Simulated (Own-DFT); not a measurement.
GaAs (zincblende with one plane slipped along a stacking-fault path, atoms displaced), SiC (2H silicon carbide, strained, atoms displaced) (calculated)

A calculation, not a measurement: plane-wave PBE density functional theory by an unreviewed code, no spin, of a simulated periodic cell, stress positive in tension, free energy of the whole cell less one offset for each atom, forces on such cells passed a denser k mesh, this cell's mesh not checked; offsets are fitted by least squares, one for each functional and potential file, so energies compare only between cells with the same atoms and settings and are not formation energies; the far tail of each file's local potential was reset to the Coulomb form; each entry is a single point on an unrelaxed cell, so the pressure reflects the starting lattice, mostly measured values (interpolated for alloys), from which strain is counted, and rises with the displacements; printed positions are rounded, which can move forces by about a meV/angstrom; the program, named Own-DFT, is a retired in-house code; no spin-orbit coupling. Program: Own-DFT development build.

Common to all runs: functional PBE; potential files PseudoDojo norm-conserving, scalar-relativistic, standard set; wave cutoff 42 hartree; occupations Fermi-Dirac; smearing width 0.1 eV.

(1) GaAs (zincblende with one plane slipped along a stacking-fault path, atoms displaced)

```
CELL_PARAMETERS angstrom
5.65330 -5.65330 0.00000
0.00000 5.65330 -5.65330
11.91900 11.91900 10.08170
ATOMIC_POSITIONS crystal
Ga 0.01205 0.00341 0.99842
As 0.99009 0.97926 0.12178
Ga 0.15205 0.31151 0.16867
As 0.14403 0.29138 0.28525
Ga 0.28631 0.10411 0.33219
As 0.28702 0.07069 0.45702
Ga 0.05334 0.11621 0.49819
As 0.03525 0.07361 0.63152
Ga 0.20712 0.41069 0.66882
As 0.19354 0.37420 0.78628
Ga 0.35062 0.19466 0.83023
As 0.35053 0.18846 0.96023
Ga 0.98359 0.50132 0.00059
As 0.97194 0.47502 0.12833
Ga 0.13759 0.79042 0.17222
As 0.14985 0.78145 0.28917
Ga 0.30263 0.58844 0.33047
As 0.27952 0.57202 0.45547
Ga 0.05995 0.60580 0.50173
As 0.05197 0.57147 0.62358
Ga 0.20474 0.90606 0.66795
As 0.19597 0.86838 0.78936
Ga 0.36237 0.69932 0.83413
As 0.34176 0.69187 0.95601
Ga 0.51283 0.00925 0.99561
As 0.50378 0.99927 0.12429
Ga 0.64485 0.30788 0.16707
As 0.62212 0.26648 0.29101
Ga 0.81781 0.09323 0.33609
As 0.78585 0.07322 0.45735
Ga 0.55162 0.09249 0.50367
As 0.54543 0.08109 0.62792
Ga 0.70770 0.39576 0.66948
As 0.69252 0.37267 0.78844
Ga 0.85124 0.20537 0.82996
As 0.81935 0.17696 0.94919
Ga 0.48867 0.50023 0.99953
As 0.49657 0.48690 0.12145
Ga 0.65654 0.79583 0.16486
As 0.63967 0.76748 0.29164
Ga 0.79009 0.58645 0.33505
As 0.78495 0.56930 0.45492
Ga 0.54097 0.60468 0.49980
As 0.51934 0.56783 0.62947
Ga 0.70030 0.91936 0.66244
As 0.69500 0.86778 0.79353
Ga 0.84864 0.70496 0.83625
As 0.83630 0.67208 0.96191
```

```
hardware                          : one NVIDIA H100
k mesh                            : 4 x 4 x 2 centred on Gamma
free energy of cell above offsets : -11.568 eV
pressure                          : 5.99 GPa
stress xx                         : -7.02 GPa
stress yy                         : -7.14 GPa
stress zz                         : -3.82 GPa
stress yz                         : -0.63 GPa
stress xz                         : -0.88 GPa
stress xy                         : 1.13 GPa
wall time                         : 790.3 s
```

Force:
```csv
element,x (eV/Å),y (eV/Å),z (eV/Å)
Ga,-0.718,0.494,-0.463
As,0.778,0.381,0.074
Ga,-1.302,-1.417,-0.91
As,0.132,0.291,1.877
Ga,0.365,-0.484,0.135
As,-1.473,-1.176,0.066
Ga,3.179,1.261,0.625
As,-0.32,-0.643,-1.23
Ga,-1.095,-0.426,0.89
As,0.915,1.299,0.902
Ga,0.301,0.156,0.138
As,-1.176,-0.749,0.038
Ga,0.948,-1.21,0.66
As,0.416,-1.074,-0.477
Ga,-0.278,-0.967,-1.808
As,0.254,1.142,1.383
Ga,0.665,1.203,-1.014
As,-1.802,-3.099,-0.443
Ga,-0.106,3.286,-0.008
As,-0.507,1.537,-0.491
Ga,-0.43,-0.502,0.266
As,0.121,0.767,0.539
Ga,-0.523,-0.219,0.066
As,-0.462,0.262,1.289
Ga,-0.065,1.417,1
As,-1.081,-0.739,1.379
Ga,0.12,0.411,0.365
As,0.796,-0.553,0.326
Ga,-1.403,0.409,-0.619
As,-1.795,-1.79,-0.076
Ga,0.73,2.358,0.007
As,-1.325,0.673,-0.664
Ga,-0.392,0.093,-1.506
As,0.383,1.222,0.017
Ga,-0.063,-1.058,-0.014
As,2.668,-0.693,-0.113
Ga,0.283,0.234,-0.916
As,-0.652,0.585,0.745
Ga,0.1,0.989,-0.862
As,0.105,-0.086,-0.48
Ga,0.067,-0.976,-0.707
As,-0.613,-0.334,0.643
Ga,3.024,0.487,0.59
As,1.446,-1.767,-1.605
Ga,0.856,-0.873,2.227
As,-0.83,0.442,-1.461
Ga,0.681,-1.262,0.604
As,-0.921,0.699,-0.986
```

(2) GaAs (zincblende with one plane slipped along a stacking-fault path, atoms displaced)

```
CELL_PARAMETERS angstrom
5.65330 -5.65330 0.00000
0.00000 5.65330 -5.65330
11.91900 11.91900 10.08170
ATOMIC_POSITIONS crystal
Ga 0.99649 0.98992 0.99662
As 0.99213 0.98289 0.12443
Ga 0.14448 0.29048 0.16718
As 0.13829 0.27468 0.28943
Ga 0.28917 0.09717 0.33118
As 0.28135 0.07051 0.45418
Ga 0.05919 0.10314 0.50172
As 0.02197 0.06406 0.62220
Ga 0.19796 0.39560 0.66791
As 0.19951 0.38247 0.79378
Ga 0.34767 0.21483 0.83683
As 0.34441 0.18558 0.95868
Ga 0.00759 0.50214 0.99666
As 0.97777 0.46272 0.12007
Ga 0.14776 0.79931 0.16483
As 0.12571 0.77068 0.29575
Ga 0.29052 0.58688 0.33787
As 0.27604 0.55506 0.45976
Ga 0.05422 0.60456 0.50319
As 0.03128 0.56434 0.62750
Ga 0.20108 0.89416 0.66360
As 0.20284 0.89054 0.79454
Ga 0.34088 0.71092 0.83125
As 0.32757 0.67133 0.95558
Ga 0.51395 0.00869 0.99695
As 0.48395 0.97044 0.13192
Ga 0.65001 0.29145 0.17370
As 0.64295 0.27656 0.28804
Ga 0.80139 0.08869 0.32996
As 0.76867 0.06554 0.46199
Ga 0.55228 0.11027 0.50408
As 0.54201 0.07317 0.62608
Ga 0.70350 0.39110 0.66392
As 0.68371 0.37911 0.79471
Ga 0.85720 0.20491 0.83801
As 0.84025 0.16863 0.95901
Ga 0.51054 0.50589 0.99603
As 0.50250 0.49146 0.11736
Ga 0.64813 0.79231 0.16773
As 0.64768 0.78390 0.28960
Ga 0.81090 0.59102 0.32991
As 0.78449 0.57044 0.46270
Ga 0.54437 0.60862 0.49876
As 0.55158 0.59628 0.62512
Ga 0.70036 0.90131 0.66439
As 0.67556 0.86890 0.79628
Ga 0.84906 0.70101 0.83659
As 0.84598 0.67354 0.96075
```

```
hardware                          : one NVIDIA H100
k mesh                            : 4 x 4 x 2 centred on Gamma
free energy of cell above offsets : -11.747 eV
pressure                          : 5.91 GPa
stress xx                         : -6.79 GPa
stress yy                         : -7.49 GPa
stress zz                         : -3.46 GPa
stress yz                         : -0.22 GPa
stress xz                         : 0.19 GPa
stress xy                         : 1.21 GPa
wall time                         : 791 s
```

Force:
```csv
element,x (eV/Å),y (eV/Å),z (eV/Å)
Ga,1.187,0.496,-0.244
As,-0.729,-0.559,0.599
Ga,0.355,-0.21,-1.602
As,0.031,0.342,-0.005
Ga,0.587,-0.518,-0.258
As,-0.325,-2.714,0.087
Ga,-0.482,2.879,-0.255
As,1.779,-0.193,-0.228
Ga,0.374,-0.546,-0.037
As,-1.278,0.747,-0.471
Ga,0.566,-0.999,0.423
As,-0.087,-0.124,0.794
Ga,-0.195,0.207,1.005
As,0.885,0.525,0.098
Ga,-0.283,0.124,0.791
As,0.809,-1.901,-1.013
Ga,0.061,-0.309,-1.2
As,-2.91,-1.275,0.412
Ga,1.525,1.86,-0.042
As,0.58,-0.359,-0.514
Ga,0.234,0.915,0.196
As,-1.831,0.741,-0.734
Ga,0.668,-0.589,0.902
As,1.262,-0.53,-0.672
Ga,-0.437,0.979,1.155
As,-0.454,-0.886,-0.832
Ga,-1.649,-0.987,-1.919
As,0.761,1.204,1.842
Ga,0.718,1.386,-0.274
As,-0.226,-4.595,-0.391
Ga,0.186,3.14,-0.397
As,-0.584,0.449,0.096
Ga,0.043,1.711,-0.003
As,0.063,-0.874,-0.148
Ga,-0.946,-0.466,-0.397
As,0.552,0.127,-0.427
Ga,-0.431,0.582,-0.286
As,0.088,0.37,1.969
Ga,0.109,-0.06,-0.7
As,-0.627,-0.345,1.994
Ga,-0.619,2.109,0.789
As,-2.369,-1.979,-0.337
Ga,3.468,1.123,-0.184
As,-1.176,-0.882,1.594
Ga,0.946,1.205,0.652
As,0.394,-0.623,-1.113
Ga,0.063,-0.365,-0.544
As,-0.655,-0.331,-0.17
```

(3) GaAs (zincblende with one plane slipped along a stacking-fault path, atoms displaced)

```
CELL_PARAMETERS angstrom
5.65330 -5.65330 0.00000
0.00000 5.65330 -5.65330
11.91900 11.91900 10.08170
ATOMIC_POSITIONS crystal
Ga 0.99441 0.99967 0.00190
As 0.98859 0.97457 0.12571
Ga 0.16234 0.30572 0.16575
As 0.13709 0.26040 0.28780
Ga 0.29789 0.08856 0.33075
As 0.27882 0.06761 0.45535
Ga 0.06009 0.09860 0.49423
As 0.05471 0.09804 0.62796
Ga 0.19655 0.40950 0.66560
As 0.21454 0.38738 0.79065
Ga 0.35059 0.18926 0.83954
As 0.33330 0.17483 0.95519
Ga 0.00665 0.49957 0.99918
As 0.99016 0.47781 0.12264
Ga 0.16071 0.80489 0.16788
As 0.13736 0.78098 0.29098
Ga 0.28986 0.59591 0.34026
As 0.29717 0.56902 0.45257
Ga 0.04620 0.59705 0.50292
As 0.04912 0.58366 0.62440
Ga 0.19111 0.90806 0.66868
As 0.17968 0.88004 0.79252
Ga 0.35639 0.70517 0.83118
As 0.33503 0.67713 0.96090
Ga 0.50726 0.99804 0.99398
As 0.48075 0.98873 0.11936
Ga 0.62751 0.27984 0.16747
As 0.64541 0.27356 0.29121
Ga 0.79140 0.08674 0.33450
As 0.78742 0.08276 0.45885
Ga 0.54627 0.11173 0.50178
As 0.53886 0.08375 0.62103
Ga 0.71614 0.41620 0.66751
As 0.67470 0.37118 0.79482
Ga 0.83707 0.18681 0.83176
As 0.83137 0.17786 0.96157
Ga 0.50688 0.49589 0.99797
As 0.48461 0.47666 0.12205
Ga 0.65077 0.79138 0.16449
As 0.63044 0.78033 0.29477
Ga 0.78534 0.57437 0.32985
As 0.78055 0.56658 0.46018
Ga 0.55362 0.61076 0.49650
As 0.54763 0.58488 0.61834
Ga 0.68741 0.89121 0.66862
As 0.68165 0.88329 0.78995
Ga 0.83805 0.68585 0.83408
As 0.83060 0.68159 0.95517
```

```
hardware                          : one NVIDIA H100
k mesh                            : 4 x 4 x 2 centred on Gamma
free energy of cell above offsets : -10.949 eV
pressure                          : 6.13 GPa
stress xx                         : -7.43 GPa
stress yy                         : -7.34 GPa
stress zz                         : -3.62 GPa
stress yz                         : -0.33 GPa
stress xz                         : 0.25 GPa
stress xy                         : 0.18 GPa
wall time                         : 777.9 s
```

Force:
```csv
element,x (eV/Å),y (eV/Å),z (eV/Å)
Ga,-0.03,-0.12,-0.127
As,0.22,-0.055,-0.021
Ga,-1.048,0.448,0.102
As,0.417,1.225,-0.182
Ga,0.679,0.485,-0.686
As,-0.446,-4.919,-0.364
Ga,0.232,5.45,0.952
As,-2.016,-0.361,0.454
Ga,1.573,-0.43,-0.081
As,-1.113,0.564,0.784
Ga,-1.311,-0.292,-1.098
As,1.001,0.842,1.242
Ga,-0.49,1.038,-0.289
As,0.048,0.613,0.678
Ga,-0.822,-0.096,0.232
As,-0.568,-0.581,1.373
Ga,-1.916,-1.946,-1.543
As,-2.619,2.141,1.374
Ga,2.064,-0.379,-0.261
As,0.014,0.95,-0.303
Ga,0.621,-0.649,-0.364
As,-0.001,-0.51,0.727
Ga,-0.276,1.071,0.392
As,-0.166,-1.409,-0.172
Ga,-0.455,1.479,0.239
As,0.109,-1.606,1.188
Ga,1.188,0.235,-1.541
As,-1.279,-0.625,1.039
Ga,1.053,0.063,-0.733
As,-1.167,-1.579,-0.245
Ga,1.579,0.96,-0.33
As,0.878,0.993,0.914
Ga,-0.724,0.064,0.446
As,0.036,-1.229,-0.233
Ga,1.617,0.473,-1.246
As,0.161,-1.427,-0.752
Ga,-0.544,0.586,-0.053
As,0.481,-0.652,0.187
Ga,0.121,1.267,-0.476
As,-1.025,-1.51,0.958
Ga,1.281,1.636,-1.442
As,-1.867,-2.972,-0.364
Ga,2.929,1.749,-0.104
As,0.168,0.662,0.864
Ga,0.03,-0.489,-1.43
As,0.292,-1.063,0.927
Ga,0.021,0.36,-1.048
As,1.071,-0.451,0.415
```

(4) SiC (2H silicon carbide, strained, atoms displaced)

```
CELL_PARAMETERS angstrom
9.18180 0.06580 -0.06970
-4.53390 7.99820 0.02800
-0.07590 -0.00870 9.91350
ATOMIC_POSITIONS crystal
Si 0.99734 0.00037 0.00274
Si 0.10425 0.22660 0.25855
C 0.00504 0.00276 0.18135
C 0.11202 0.22061 0.44428
Si 0.00438 0.00066 0.50627
Si 0.12076 0.23297 0.75309
C 0.99907 0.00431 0.68395
C 0.10947 0.22300 0.93935
Si 0.99951 0.33505 0.99718
Si 0.10891 0.54865 0.24656
C 0.00291 0.32596 0.18270
C 0.11589 0.55941 0.43818
Si 0.99212 0.33576 0.50092
Si 0.10958 0.55830 0.74589
C 0.00767 0.33594 0.69100
C 0.09990 0.56106 0.93914
Si 0.99850 0.66702 0.00398
Si 0.10712 0.88271 0.24908
C 0.98895 0.66973 0.19291
C 0.10772 0.88504 0.43643
Si 0.00806 0.67785 0.49986
Si 0.09752 0.87401 0.74956
C 0.00193 0.66628 0.68227
C 0.10339 0.88441 0.93275
Si 0.32031 0.99741 0.99469
Si 0.43422 0.21165 0.24220
C 0.33726 0.00842 0.18388
C 0.43977 0.22435 0.44233
Si 0.33388 0.99578 0.49805
Si 0.45253 0.23308 0.75042
C 0.33387 0.00164 0.68901
C 0.44028 0.22270 0.94047
Si 0.31731 0.32696 0.99466
Si 0.44801 0.56283 0.25038
C 0.32413 0.32473 0.18604
C 0.44241 0.55280 0.43607
Si 0.33661 0.34593 0.50441
Si 0.45616 0.56413 0.75266
C 0.33801 0.34259 0.68463
C 0.44698 0.56688 0.94858
Si 0.32866 0.66398 0.99738
Si 0.44140 0.89410 0.24510
C 0.31724 0.66130 0.17967
C 0.44371 0.89432 0.44140
Si 0.32985 0.66261 0.49779
Si 0.44326 0.87884 0.73908
C 0.32773 0.66017 0.69136
C 0.44466 0.88213 0.93580
Si 0.67003 0.99705 0.00279
Si 0.78148 0.22019 0.24931
C 0.66422 0.99673 0.18037
C 0.78043 0.21434 0.43650
Si 0.67035 0.99827 0.49819
Si 0.77871 0.21606 0.75263
C 0.66934 0.00431 0.68821
C 0.77378 0.20879 0.93624
Si 0.66931 0.33080 0.00577
Si 0.78937 0.56603 0.25193
C 0.66862 0.32823 0.18518
C 0.77699 0.55742 0.43789
Si 0.67296 0.34910 0.50237
Si 0.78270 0.55817 0.75238
C 0.66476 0.33391 0.69355
C 0.77462 0.55232 0.93756
Si 0.65805 0.66047 0.00916
Si 0.76765 0.88078 0.24929
C 0.67253 0.65699 0.18966
C 0.77530 0.88038 0.44032
Si 0.66453 0.66358 0.49071
Si 0.77213 0.88820 0.74946
C 0.66728 0.66836 0.68960
C 0.78196 0.88626 0.93830
```

```
k mesh                            : 4 x 4 x 3 centred on Gamma
free energy of cell above offsets : -5.677 eV
pressure                          : 9.8 GPa
stress xx                         : -8.37 GPa
stress yy                         : -4.34 GPa
stress zz                         : -16.69 GPa
stress yz                         : 0.24 GPa
stress xz                         : -2.59 GPa
stress xy                         : 3.02 GPa
```

Force:
```csv
element,x (eV/Å),y (eV/Å),z (eV/Å)
Si,0.379,-0.188,-1.739
Si,3.517,-1.905,-0.803
C,-1.326,-0.456,3.05
C,-1.062,0.84,-0.047
Si,-0.63,0.023,-2.082
Si,0.265,-1.718,-1.024
C,0.208,-0.49,2.669
C,-1.268,-0.687,-1.136
Si,-0.594,-0.321,-0.564
Si,-1.252,0.28,0.51
C,-2.721,1.624,0.651
C,-1.394,-1.008,-0.597
Si,2.362,-0.343,0.353
Si,0.381,-0.81,1.268
C,-2.059,0.177,-0.318
C,2.509,-1.502,-0.792
Si,-2.095,0.518,-0.241
Si,-0.034,2.297,-0.053
C,4.137,-0.155,-1.51
C,0.473,1.461,-0.088
Si,-0.441,-2.062,-0.863
Si,0.996,3.506,-0.776
C,-1,-0.691,0.628
C,-0.304,-0.049,1.467
Si,2.454,0.189,-0.744
Si,0.472,3.827,2.229
C,-1.083,-3.622,-0.366
C,1.003,0.109,-0.997
Si,-1.781,2.194,1.284
Si,-1.062,-2.236,0.154
C,-0.41,-0.634,-0.016
C,0.125,0.219,-0.452
Si,3.009,1.982,1.979
Si,-0.471,-2.425,-1.45
C,-0.395,1.66,0.381
C,-0.282,1.654,-0.113
Si,0.389,-2.799,-1.612
Si,-1.249,-1.052,0.729
C,0.298,0.262,2.359
C,0.035,-2.902,-2.088
Si,-1.23,1.237,-0.604
Si,0.575,-1.043,0.174
C,2.016,1.492,2.045
C,1.854,-1.726,-1.562
Si,0.741,1.173,0.62
Si,-1.105,2.178,2.146
C,0.811,0.19,-1.356
C,-0.85,0.88,-0.122
Si,-0.835,-1.168,-2.565
Si,-0.438,-0.276,-0.56
C,-0.186,-0.153,3.021
C,-1.532,1.419,0.206
Si,-0.576,-0.161,0.488
Si,-0.398,1.368,-0.569
C,-0.353,-1.292,-0.905
C,-0.145,1.882,1.002
Si,-0.632,-0.386,-2.25
Si,-1.364,-4.316,0.723
C,-0.411,0.879,2.165
C,1.461,0.904,-0.033
Si,-0.307,-3.704,-0.243
Si,-0.614,-0.578,-0.328
C,1.837,1.05,-0.942
C,0.06,0.126,1.109
Si,1.981,1.05,-2.125
Si,1.915,0.99,-0.326
C,-3.229,1.658,0.821
C,0.021,1.247,-0.927
Si,-0.348,0.211,2.278
Si,1.54,0.479,0.134
C,0.672,0.194,-1.189
C,-1.031,-0.575,0.435
```

(5) SiC (2H silicon carbide, strained, atoms displaced)

```
CELL_PARAMETERS angstrom
9.06440 0.15230 0.04060
-4.40030 8.06050 0.13070
0.04420 0.18980 10.03100
ATOMIC_POSITIONS crystal
Si 0.00026 0.00432 0.00352
Si 0.10876 0.21482 0.24846
C 0.99890 0.00248 0.19120
C 0.11495 0.22600 0.43997
Si 0.00011 0.99267 0.50177
Si 0.10840 0.21841 0.74902
C 0.00154 0.00316 0.68351
C 0.11360 0.22831 0.93790
Si 0.99995 0.32892 0.99073
Si 0.10533 0.55067 0.25445
C 0.99057 0.33026 0.18259
C 0.10936 0.55305 0.44321
Si 0.99481 0.32779 0.49925
Si 0.12046 0.56336 0.75392
C 0.99922 0.33745 0.68928
C 0.11608 0.55192 0.93563
Si 0.00504 0.66658 0.00203
Si 0.12095 0.90076 0.25248
C 0.01122 0.67052 0.18062
C 0.10363 0.89090 0.44106
Si 0.99823 0.66309 0.50078
Si 0.10098 0.87930 0.75452
C 0.99613 0.66689 0.69097
C 0.10448 0.89112 0.94319
Si 0.33799 0.00825 0.00489
Si 0.44284 0.23072 0.24719
C 0.33198 0.99775 0.19419
C 0.44227 0.22756 0.43344
Si 0.33548 0.00270 0.49598
Si 0.44784 0.22799 0.74949
C 0.33061 0.99737 0.68554
C 0.44257 0.21398 0.94033
Si 0.34630 0.33817 0.99404
Si 0.44262 0.55871 0.24747
C 0.33720 0.33187 0.18390
C 0.43857 0.54542 0.43926
Si 0.32968 0.33149 0.49305
Si 0.45654 0.55925 0.75294
C 0.32764 0.33267 0.67016
C 0.42845 0.53875 0.94194
Si 0.33417 0.65886 0.00353
Si 0.43794 0.87429 0.25194
C 0.34110 0.68122 0.18850
C 0.43576 0.88337 0.43650
Si 0.32710 0.66649 0.51071
Si 0.44125 0.87740 0.75103
C 0.34339 0.67516 0.70078
C 0.45043 0.89396 0.94161
Si 0.66166 0.99403 0.00034
Si 0.77891 0.22252 0.25302
C 0.66869 0.00115 0.18216
C 0.77717 0.21742 0.43428
Si 0.66137 0.00134 0.50163
Si 0.77967 0.22561 0.75342
C 0.66594 0.99607 0.67830
C 0.77949 0.22457 0.94259
Si 0.66667 0.32681 0.01044
Si 0.77723 0.56974 0.25196
C 0.66259 0.33705 0.19175
C 0.77127 0.55208 0.44468
Si 0.66136 0.32193 0.50597
Si 0.76798 0.54250 0.74595
C 0.66424 0.32514 0.68608
C 0.78464 0.56327 0.93304
Si 0.65483 0.66772 0.99728
Si 0.77637 0.89755 0.24267
C 0.66457 0.66535 0.18759
C 0.78284 0.89215 0.43694
Si 0.67246 0.66779 0.50077
Si 0.77480 0.88961 0.74450
C 0.66841 0.66910 0.69255
C 0.77122 0.88696 0.93695
```

```
k mesh                            : 4 x 4 x 3 centred on Gamma
free energy of cell above offsets : -4.445 eV
pressure                          : 7.46 GPa
stress xx                         : -14.22 GPa
stress yy                         : 1.04 GPa
stress zz                         : -9.22 GPa
stress yz                         : 5.8 GPa
stress xz                         : 1.75 GPa
stress xy                         : 8.47 GPa
```

Force:
```csv
element,x (eV/Å),y (eV/Å),z (eV/Å)
Si,-0.745,-0.195,-0.534
Si,-0.582,1.725,0.291
C,0.227,-0.057,-0.87
C,-0.592,-1.667,-1.198
Si,-2.442,2.515,-0.119
Si,0.333,0.476,-0.538
C,-0.547,-0.644,1.516
C,2.096,-1.632,-0.735
Si,-1.271,1.409,1.852
Si,0.89,0.056,-0.772
C,1.832,0.821,0.61
C,0.087,-0.281,-0.404
Si,0.319,0.467,0.656
Si,-0.938,-1.278,-0.725
C,0.168,0.224,-0.105
C,-0.459,0.675,1.191
Si,-0.846,0.06,-1.563
Si,-1.166,-2.469,0.045
C,-2.016,0.556,2.894
C,3.444,-1.663,-1.281
Si,-1.023,0.773,0.399
Si,0.64,1.644,-0.396
C,0.479,-0.643,-0.55
C,1.991,-0.266,-0.522
Si,-0.769,-2.947,-0.026
Si,2.446,-2.156,1.237
C,0.966,1.89,-0.848
C,1.638,-1.394,0.448
Si,-1.549,0.069,0.689
Si,-1.158,-2.373,-0.616
C,0.136,0.11,0.786
C,0.823,2.369,-1.073
Si,-1.894,-3.891,2.03
Si,0.565,-0.935,1.205
C,-3.014,1.62,-0.679
C,-0.155,2.789,-0.297
Si,-0.078,0.207,-0.24
Si,-2.017,-1.899,-0.82
C,0.951,0.766,4.682
C,2.207,4.022,-1.704
Si,-1.966,1.725,-0.264
Si,0.208,4.26,0.38
C,-0.621,-4.631,-0.877
C,1.249,0.016,0.526
Si,1.5,-0.566,-1.096
Si,-0.52,4.236,0.749
C,-0.423,-2.582,-2.038
C,-0.89,-1.761,-0.72
Si,0.196,1.631,-0.427
Si,-1.191,-0.463,-1.509
C,-2.17,0.752,1.256
C,-0.363,0.301,1.283
Si,0.917,-1.245,-2.035
Si,0.762,-1.5,0.132
C,-1.208,1.136,2.68
C,0.236,-1.333,-1.066
Si,-0.704,2.016,-1.513
Si,2.907,-2.35,0.166
C,0.913,0.548,0.56
C,2.042,-0.56,-0.925
Si,-0.836,1.222,-2.478
Si,1.36,1.476,1.144
C,-0.726,1.074,0.754
C,-0.949,-1.754,1.109
Si,2.43,-0.721,0.14
Si,1.643,-2.012,1.968
C,-1.841,2.079,-0.922
C,-1.008,-0.61,-0.272
Si,-2.545,0.316,0.024
Si,1.39,0.032,0.9
C,0.451,0.071,-1.078
C,0.782,0.338,-0.466
```
